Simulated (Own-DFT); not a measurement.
# Computed records: GaP (zincblende, atoms displaced)

A calculation, not a measurement: plane-wave PBE density functional theory by an unreviewed code, no spin, of a simulated periodic cell, stress positive in tension, free energy of the whole cell less one offset for each atom, forces on such cells passed a denser k mesh, this cell's mesh not checked; offsets are fitted by least squares, one for each functional and potential file, so energies compare only between cells with the same atoms and settings and are not formation energies; the far tail of each file's local potential was reset to the Coulomb form; each entry is a single point on an unrelaxed cell, so the pressure reflects the starting lattice, mostly measured values (interpolated for alloys), from which strain is counted, and rises with the displacements; printed positions are rounded, which can move forces by about a meV/angstrom; the program, named Own-DFT, is a retired in-house code; no spin-orbit coupling; before rounding, a Quantum ESPRESSO 7.3.1 run of the same cell and cutoff gave forces within 1 meV/angstrom rms on each cell, which checks the program and not the settings. Program: Own-DFT development build.

Settings shared by all entries: functional PBE; potential files PseudoDojo norm-conserving, scalar-relativistic, standard set; wave cutoff 42 hartree; occupations Fermi-Dirac; smearing width 0.1 eV; k mesh 2 x 3 x 3 centred on Gamma.

```json
{"entry": 1, "formula": "GaP", "kind": "zincblende, atoms displaced", "structure": {"cell_angstrom": [[16.3515, 0.0, 0.0], [0.0, 10.901, 0.0], [0.0, 0.0, 10.901]], "atoms_fractional": [["Ga", 0.99453, 0.00143, 0.00455], ["Ga", 0.99617, 0.24667, 0.26022], ["Ga", 0.16476, 0.99354, 0.25432], ["Ga", 0.16664, 0.24922, 0.98802], ["P", 0.08603, 0.12363, 0.12816], ["P", 0.08339, 0.37079, 0.37324], ["P", 0.24743, 0.12699, 0.37401], ["P", 0.25274, 0.3744, 0.12546], ["Ga", 0.99732, 0.99451, 0.50903], ["Ga", 0.99391, 0.25999, 0.74833], ["Ga", 0.1644, 0.99156, 0.7481], ["Ga", 0.16666, 0.25179, 0.49526], ["P", 0.07958, 0.13058, 0.6261], ["P", 0.08115, 0.37873, 0.86607], ["P", 0.24556, 0.13015, 0.87444], ["P", 0.24987, 0.3747, 0.63119], ["Ga", 0.99847, 0.49866, 0.99067], ["Ga", 0.99955, 0.7469, 0.25336], ["Ga", 0.16924, 0.50027, 0.25322], ["Ga", 0.16677, 0.75567, 0.99553], ["P", 0.08283, 0.62092, 0.12312], ["P", 0.08684, 0.87321, 0.37422], ["P", 0.25056, 0.62359, 0.36857], ["P", 0.24992, 0.87379, 0.12736], ["Ga", 0.00168, 0.50396, 0.49824], ["Ga", 0.99988, 0.75037, 0.74889], ["Ga", 0.16644, 0.49037, 0.75437], ["Ga", 0.16753, 0.75154, 0.49694], ["P", 0.08624, 0.63633, 0.63414], ["P", 0.0888, 0.87626, 0.87965], ["P", 0.2537, 0.62101, 0.8719], ["P", 0.25191, 0.87775, 0.63166], ["Ga", 0.33115, 0.98815, 0.998], ["Ga", 0.33365, 0.24884, 0.25218], ["Ga", 0.49822, 0.00512, 0.24816], ["Ga", 0.50116, 0.25472, 0.00271], ["P", 0.41734, 0.11566, 0.1249], ["P", 0.41704, 0.36764, 0.37713], ["P", 0.58373, 0.12206, 0.37854], ["P", 0.58391, 0.37118, 0.12922], ["Ga", 0.32722, 0.0108, 0.50379], ["Ga", 0.33456, 0.23797, 0.74701], ["Ga", 0.49778, 0.00159, 0.74906], ["Ga", 0.5062, 0.25243, 0.50032], ["P", 0.41722, 0.13181, 0.62705], ["P", 0.42052, 0.37869, 0.8703], ["P", 0.58582, 0.12049, 0.87058], ["P", 0.58185, 0.3755, 0.62531], ["Ga", 0.33116, 0.49747, 0.00246], ["Ga", 0.33331, 0.74765, 0.25257], ["Ga", 0.50039, 0.50808, 0.24439], ["Ga", 0.49798, 0.74631, 0.99901], ["P", 0.41829, 0.62481, 0.12936], ["P", 0.4142, 0.87391, 0.38134], ["P", 0.57822, 0.62205, 0.37666], ["P", 0.58677, 0.87473, 0.12563], ["Ga", 0.33396, 0.50349, 0.49388], ["Ga", 0.33932, 0.75353, 0.75226], ["Ga", 0.49826, 0.49321, 0.75402], ["Ga", 0.50332, 0.74675, 0.50083], ["P", 0.41153, 0.62033, 0.62681], ["P", 0.41515, 0.87105, 0.88307], ["P", 0.58381, 0.62757, 0.87308], ["P", 0.58179, 0.87912, 0.63256], ["Ga", 0.66974, 0.99968, 0.99134], ["Ga", 0.66462, 0.24657, 0.25365], ["Ga", 0.84095, 0.99683, 0.24378], ["Ga", 0.83766, 0.24238, 0.99524], ["P", 0.75113, 0.12292, 0.12552], ["P", 0.74852, 0.37004, 0.37449], ["P", 0.92097, 0.12076, 0.38521], ["P", 0.9143, 0.36576, 0.13262], ["Ga", 0.66466, 0.00683, 0.50395], ["Ga", 0.6619, 0.24309, 0.74957], ["Ga", 0.83908, 0.99423, 0.756], ["Ga", 0.83418, 0.25594, 0.50824], ["P", 0.75125, 0.12512, 0.62847], ["P", 0.74821, 0.36569, 0.877], ["P", 0.91363, 0.12329, 0.87713], ["P", 0.91512, 0.3779, 0.62407], ["Ga", 0.66869, 0.49313, 0.00228], ["Ga", 0.66873, 0.74272, 0.25573], ["Ga", 0.83366, 0.50987, 0.25367], ["Ga", 0.8387, 0.75459, 0.00442], ["P", 0.75133, 0.62154, 0.11275], ["P", 0.75292, 0.86876, 0.36643], ["P", 0.92224, 0.62543, 0.37586], ["P", 0.92325, 0.87524, 0.1262], ["Ga", 0.66653, 0.49645, 0.49375], ["Ga", 0.66429, 0.75297, 0.73901], ["Ga", 0.83479, 0.49368, 0.74454], ["Ga", 0.832, 0.75356, 0.49921], ["P", 0.7463, 0.63364, 0.61984], ["P", 0.74874, 0.87611, 0.87523], ["P", 0.91754, 0.62526, 0.87574], ["P", 0.91354, 0.8796, 0.62283]]}, "results": {"free_energy_of_cell_above_offsets [eV]": "-49.828", "pressure [GPa]": 3.26, "stress_xx [GPa]": -3.31, "stress_yy [GPa]": -3.2, "stress_zz [GPa]": -3.27, "stress_yz [GPa]": 0.14, "stress_xz [GPa]": 0.21, "stress_xy [GPa]": 0.37, "force_element": ["Ga", "Ga", "Ga", "Ga", "P", "P", "P", "P", "Ga", "Ga", "Ga", "Ga", "P", "P", "P", "P", "Ga", "Ga", "Ga", "Ga", "P", "P", "P", "P", "Ga", "Ga", "Ga", "Ga", "P", "P", "P", "P", "Ga", "Ga", "Ga", "Ga", "P", "P", "P", "P", "Ga", "Ga", "Ga", "Ga", "P", "P", "P", "P", "Ga", "Ga", "Ga", "Ga", "P", "P", "P", "P", "Ga", "Ga", "Ga", "Ga", "P", "P", "P", "P", "Ga", "Ga", "Ga", "Ga", "P", "P", "P", "P", "Ga", "Ga", "Ga", "Ga", "P", "P", "P", "P", "Ga", "Ga", "Ga", "Ga", "P", "P", "P", "P", "Ga", "Ga", "Ga", "Ga", "P", "P", "P", "P"], "force_x [eV/angstrom]": [1.774, 0.698, 0.579, -0.752, -0.579, -0.041, -0.055, -0.777, 1.377, 0.526, -0.093, -0.027, 0.292, -0.43, 1.184, 0.368, 0.053, 1.108, -0.67, 0.692, 0.139, -1.287, -0.165, -0.14, 0.924, -0.198, 0.597, 0.586, 0.231, -2.083, -0.57, 0.06, -0.473, 0.211, 0.553, -0.257, -0.73, 0.361, -0.365, 0.063, 0.782, -0.544, -0.462, -0.729, 0.681, -1.505, -1.118, 0.686, 0.847, 0.38, -0.11, 0.871, -0.892, 0.188, 1.131, -0.334, -0.344, -0.78, 0.776, -1.009, 1.284, 0.751, 0.146, -0.257, -0.369, 0.444, -0.826, -1.233, 0.015, 0.676, -1.193, 0.223, 0.838, 0.683, -1.356, -0.517, 0.313, 0.391, 1.385, 0.643, -0.535, -0.386, -0.247, -0.641, 0.185, -0.16, -1.237, -0.506, -0.168, 0.291, -1.304, 0.251, 0.655, 0.875, -0.589, 0.278], "force_y [eV/angstrom]": [0.497, -0.247, 0.773, 0.782, 0.367, 0.88, -0.198, -0.466, 0.548, -1.226, 1.444, 0.028, -0.508, -0.874, -1.777, -0.315, -0.387, 0.086, -0.468, -1.49, 0.277, -0.132, 0.266, -0.344, -0.191, 0.761, 1.556, -0.147, -1.486, 0.397, 0.505, -0.435, 1.424, -0.406, -1.373, -0.812, 1.248, 0.928, 0.178, 0.588, -0.648, 1.584, -0.036, -0.199, -1.016, -1.438, 0.221, 0.275, 0.291, 0.544, -1.489, 0.187, 0.212, 0.506, -0.037, -0.094, -0.807, -0.534, 1.442, 0.471, 0.386, 0.441, -0.591, 0.031, 0.127, -0.321, 0.619, 0.864, -0.046, 0.581, 0.09, 0.943, -1.004, 0.682, 0.425, -0.999, -0.175, 0.348, -0.056, 0.528, 0.042, -0.088, -0.941, -0.129, 0.538, 1.134, 0.28, -0.727, 0.239, -0.154, 1.09, -0.287, -1.397, -0.972, 0.141, -1.333], "force_z [eV/angstrom]": [-0.543, -0.824, -0.683, 1.543, -0.265, 0.212, -0.26, -0.089, -0.619, 0.249, 0.0, 0.971, 0.12, 1.146, -0.599, -1.12, 1.449, -0.546, -0.811, 0.787, -0.132, 0.687, 0.97, 0.195, 0.674, 0.609, -0.696, 0.539, -1.069, -0.44, 0.284, -0.803, 0.353, -0.471, 0.608, -0.478, -0.745, -0.338, -0.43, 0.051, 0.039, 0.949, 0.638, -0.015, -1.007, 1.334, 0.857, 0.228, -0.268, -0.234, 0.675, 0.668, -0.905, -0.095, -0.196, -0.06, 0.422, -0.167, -0.912, 0.719, -0.183, -1.006, -0.046, -1.359, 1.225, -0.306, 0.776, 1.291, -0.105, -0.04, -0.333, -0.744, -0.11, -0.389, -0.254, -0.851, 0.101, -0.632, -0.774, -0.624, -0.656, -1.007, -0.508, -0.617, 1.391, 0.702, 0.465, 0.26, 0.534, 1.46, 0.961, -0.29, -0.021, -0.509, -0.615, 0.656]}}
{"entry": 2, "formula": "GaP", "kind": "zincblende, atoms displaced", "structure": {"cell_angstrom": [[16.3515, 0.0, 0.0], [0.0, 10.901, 0.0], [0.0, 0.0, 10.901]], "atoms_fractional": [["Ga", 0.99709, 0.99312, 0.00481], ["Ga", 0.99486, 0.25111, 0.25038], ["Ga", 0.1703, 0.99384, 0.25183], ["Ga", 0.16785, 0.24691, 0.00391], ["P", 0.08381, 0.12214, 0.12047], ["P", 0.08102, 0.37799, 0.37882], ["P", 0.24954, 0.12668, 0.37565], ["P", 0.25133, 0.3705, 0.12267], ["Ga", 0.00177, 0.99322, 0.4962], ["Ga", 0.00049, 0.25373, 0.74961], ["Ga", 0.16737, 0.99508, 0.75555], ["Ga", 0.17119, 0.24981, 0.4947], ["P", 0.07819, 0.12669, 0.61655], ["P", 0.08528, 0.37182, 0.87079], ["P", 0.25337, 0.12238, 0.87047], ["P", 0.25227, 0.38082, 0.62753], ["Ga", 0.00268, 0.50323, 0.99815], ["Ga", 0.00148, 0.75071, 0.24584], ["Ga", 0.1688, 0.49805, 0.24762], ["Ga", 0.16746, 0.74441, 0.99323], ["P", 0.08168, 0.62492, 0.12158], ["P", 0.0846, 0.88097, 0.38085], ["P", 0.24978, 0.62375, 0.37442], ["P", 0.25214, 0.87003, 0.12516], ["Ga", 0.9976, 0.4962, 0.5005], ["Ga", 0.00021, 0.74604, 0.75255], ["Ga", 0.16731, 0.49625, 0.75401], ["Ga", 0.1704, 0.7577, 0.49146], ["P", 0.0832, 0.61915, 0.62852], ["P", 0.08155, 0.87687, 0.87275], ["P", 0.24989, 0.62155, 0.87301], ["P", 0.25395, 0.87138, 0.62185], ["Ga", 0.332, 0.00145, 0.00695], ["Ga", 0.33632, 0.25293, 0.24932], ["Ga", 0.50475, 0.00395, 0.24313], ["Ga", 0.50209, 0.25192, 0.0086], ["P", 0.41267, 0.12805, 0.12944], ["P", 0.41277, 0.37096, 0.37413], ["P", 0.5869, 0.12836, 0.37431], ["P", 0.58815, 0.37365, 0.12216], ["Ga", 0.34089, 0.0024, 0.49896], ["Ga", 0.33573, 0.24667, 0.7409], ["Ga", 0.50196, 0.00184, 0.75342], ["Ga", 0.50194, 0.25231, 0.50579], ["P", 0.41706, 0.11986, 0.62453], ["P", 0.41614, 0.38014, 0.87913], ["P", 0.5853, 0.12265, 0.8734], ["P", 0.58017, 0.37878, 0.62747], ["Ga", 0.32939, 0.50478, 0.99356], ["Ga", 0.33509, 0.75899, 0.2498], ["Ga", 0.49317, 0.51107, 0.25667], ["Ga", 0.50064, 0.74893, 0.00204], ["P", 0.41597, 0.62795, 0.12209], ["P", 0.41673, 0.87757, 0.37496], ["P", 0.58578, 0.61926, 0.37375], ["P", 0.57899, 0.87177, 0.12619], ["Ga", 0.33168, 0.50405, 0.49851], ["Ga", 0.33464, 0.74935, 0.74878], ["Ga", 0.50033, 0.50602, 0.75318], ["Ga", 0.50491, 0.75195, 0.50651], ["P", 0.41406, 0.62552, 0.62749], ["P", 0.41635, 0.87434, 0.87744], ["P", 0.58408, 0.62187, 0.86969], ["P", 0.58737, 0.86548, 0.61271], ["Ga", 0.66144, 0.99632, 0.99802], ["Ga", 0.66829, 0.24808, 0.25055], ["Ga", 0.82792, 0.00061, 0.25035], ["Ga", 0.83315, 0.25355, 0.00243], ["P", 0.75198, 0.1288, 0.12338], ["P", 0.74876, 0.37271, 0.37033], ["P", 0.91371, 0.12913, 0.37434], ["P", 0.9176, 0.37186, 0.12486], ["Ga", 0.66818, 0.00492, 0.49834], ["Ga", 0.66045, 0.24911, 0.75617], ["Ga", 0.83457, 0.00072, 0.76056], ["Ga", 0.83189, 0.24898, 0.50095], ["P", 0.74851, 0.13019, 0.6296], ["P", 0.74517, 0.37651, 0.87427], ["P", 0.91942, 0.12871, 0.87929], ["P", 0.91524, 0.37809, 0.62625], ["Ga", 0.67374, 0.49878, 0.00688], ["Ga", 0.66672, 0.7465, 0.25505], ["Ga", 0.82912, 0.50156, 0.25125], ["Ga", 0.83262, 0.74255, 0.99451], ["P", 0.74993, 0.6353, 0.13033], ["P", 0.75215, 0.87143, 0.36834], ["P", 0.91603, 0.62536, 0.37584], ["P", 0.92153, 0.87706, 0.12369], ["Ga", 0.66632, 0.50821, 0.49657], ["Ga", 0.66584, 0.7474, 0.7502], ["Ga", 0.83231, 0.50395, 0.75167], ["Ga", 0.83299, 0.75133, 0.49872], ["P", 0.7502, 0.62317, 0.62458], ["P", 0.74977, 0.88276, 0.88122], ["P", 0.91628, 0.62145, 0.86495], ["P", 0.92176, 0.87473, 0.63051]]}, "results": {"free_energy_of_cell_above_offsets [eV]": "-50.604", "pressure [GPa]": 3.17, "stress_xx [GPa]": -3.2, "stress_yy [GPa]": -3.16, "stress_zz [GPa]": -3.15, "stress_yz [GPa]": -0.17, "stress_xz [GPa]": -0.11, "stress_xy [GPa]": -0.4, "force_element": ["Ga", "Ga", "Ga", "Ga", "P", "P", "P", "P", "Ga", "Ga", "Ga", "Ga", "P", "P", "P", "P", "Ga", "Ga", "Ga", "Ga", "P", "P", "P", "P", "Ga", "Ga", "Ga", "Ga", "P", "P", "P", "P", "Ga", "Ga", "Ga", "Ga", "P", "P", "P", "P", "Ga", "Ga", "Ga", "Ga", "P", "P", "P", "P", "Ga", "Ga", "Ga", "Ga", "P", "P", "P", "P", "Ga", "Ga", "Ga", "Ga", "P", "P", "P", "P", "Ga", "Ga", "Ga", "Ga", "P", "P", "P", "P", "Ga", "Ga", "Ga", "Ga", "P", "P", "P", "P", "Ga", "Ga", "Ga", "Ga", "P", "P", "P", "P", "Ga", "Ga", "Ga", "Ga", "P", "P", "P", "P"], "force_x [eV/angstrom]": [0.991, 1.172, -0.39, -0.032, -0.156, 0.494, 0.983, 0.055, -1.127, -0.2, -0.076, -0.898, 1.164, -0.019, -0.28, -0.197, -0.532, 0.01, -0.519, -0.363, 0.83, 0.133, 0.16, -0.791, 0.142, 0.62, -0.184, -0.389, 0.366, 0.081, -0.114, -0.22, 0.156, -1.122, -0.855, -0.466, 1.116, 0.906, -0.713, -0.669, -1.378, -0.058, -0.053, -0.362, 1.008, 0.287, -1.051, 0.61, 0.561, 0.083, 0.462, -0.059, -0.495, 1.245, -1.002, 1.101, 0.263, -0.24, -0.758, -1.608, 0.837, 0.107, 0.514, 0.611, 0.529, -0.028, 1.121, 0.023, -0.863, 0.019, 0.091, -0.375, 0.433, 0.608, 0.302, 0.007, 0.126, 1.053, -0.198, -0.387, -0.746, -0.6, 0.771, 0.561, 0.233, -0.577, 0.189, -1.855, 0.501, 0.509, -0.493, 0.461, 0.029, -0.146, 0.12, -1.111], "force_y [eV/angstrom]": [1.19, -0.29, 0.718, -0.171, -0.157, -0.494, -0.484, 0.659, 1.22, -0.44, 0.536, 0.526, -0.052, 0.086, 0.303, -0.728, -0.807, 0.048, -0.134, 0.589, 0.08, -1.107, 0.552, 0.212, 0.639, 0.131, 0.194, -1.004, 0.641, -0.636, 0.734, 0.741, -0.106, -0.302, 0.194, -0.096, -0.373, 0.866, -0.152, 0.635, -0.284, 0.653, -0.955, -0.256, 0.583, -0.797, 0.129, 0.223, -0.66, -1.08, -1.308, -0.296, -0.043, -0.112, 1.05, -0.087, -0.327, 0.207, -0.665, -1.174, -0.039, 0.197, 0.49, 1.978, 0.4, 0.191, 0.254, -0.01, -0.732, 0.435, -1.12, 1.333, -0.455, 0.641, 0.447, 0.457, -0.544, -0.179, -0.087, -0.406, 0.608, 0.685, -0.125, 0.874, -0.983, 0.411, 0.022, -0.95, -1.537, 0.43, -1.037, 0.083, 0.544, -1.355, 0.247, 0.068], "force_z [eV/angstrom]": [-0.988, 0.084, -0.378, -0.843, 0.987, -0.815, -0.451, 0.091, 0.572, -0.41, -1.289, 0.877, 0.781, 0.99, 0.475, -0.473, -0.356, 0.753, 0.056, 0.336, 0.321, -1.517, -0.695, -0.409, 0.252, -0.53, -0.511, 1.075, -0.626, 0.594, -0.513, 0.222, -0.707, 0.2, 0.923, -0.784, -0.486, 0.771, 0.11, 1.088, -0.201, 0.868, -0.608, -0.571, 0.16, -0.466, 0.817, -0.064, 0.969, 0.309, -0.688, -0.844, 0.205, -0.141, 0.065, 0.006, 0.156, 0.332, -0.318, -1.374, -0.553, 0.081, 1.466, 1.873, 0.936, -0.491, -0.518, -0.645, -0.207, 0.906, 0.201, -0.245, -0.029, -0.905, -0.848, 0.165, 0.159, -0.03, -0.004, 0.1, -0.321, -0.274, -0.179, 0.201, -0.622, 0.995, -0.299, 0.662, 0.605, 0.009, -0.557, 0.517, -0.068, -0.549, 1.49, -0.414]}}
```
